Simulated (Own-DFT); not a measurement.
# Point defects and the pressure they add: zincblende InP

The numbers are computed, not measured, by runs of the plane-wave DFT program Own-DFT (in-house, retired, unreviewed) at fixed positions, with no spin and no spin-orbit coupling.

Common settings: PBE; PseudoDojo norm-conserving scalar-relativistic files; cutoff 36 hartree; 2 x 3 x 3 k mesh centred on Gamma; Fermi-Dirac smearing of 0.1 eV.

Caveats (not all hold for every row): not probed for a lower state with spin; forces on such cells failed a check on a denser k mesh; forces not confirmed at this smearing and k mesh; stress not checked against mesh or cutoff.

All runs share one cell, with vectors in Å (17.606, 0.000, 0.000); (0.000, 11.737, 0.000); (0.000, 0.000, 11.737) and a volume of 2425.5 Å³. u is the rms random offset of the atoms per axis. The defect's site can differ from row to row.

| cell | formula | u (Å) | P (GPa) |
|---|---|---|---|
| no defect | In48P48 | 0.0199 | 3.21 |
| no defect | In48P48 | 0.0209 | 3.21 |
| no defect | In48P48 | 0.0529 | 3.65 |
| two P on an In site each | In46P50 | 0.0290 | 3.01 |
| two P on an In site each | In46P50 | 0.0293 | 2.97 |
| two P on an In site each | In46P50 | 0.0484 | ? |
| two P on an In site each | In46P50 | 0.0490 | 3.25 |
| one In on a P site and one P on an In site | In48P48 | 0.0289 | 3.50 |
| one In on a P site and one P on an In site | In48P48 | 0.0296 | 3.55 |
| one In on a P site and one P on an In site | In48P48 | 0.0510 | 3.85 |

## Working it out

P = P0 + c u² + a shift for each defect gives P0 = 3.14 GPa, c = 182 ± 8 GPa/Å² and a scatter of 0.02 GPa. The shifts, and each times the cell's volume:

- one In on a P site and one P on an In site: 0.23 ± 0.02 GPa, 3.6 eV
- two P on an In site each: -0.31 ± 0.02 GPa, -4.7 eV (-2.3 eV for each of its 2 sites)

Positive is outwards. The product with the volume (160.2 GPa Å³ to the eV) is nearly free of the cell's size; divided by the bulk modulus at the cell's pressure it gives the volume that the defect adds. The atoms around the defects weren't relaxed, which would change these numbers.

## The run left out

Q: what pressure belongs in the blank (two P on an In site each, u = 0.0484 Å)?

The fitted form gives 3.25 ± 0.03 GPa. The run itself gave 3.30 GPa.
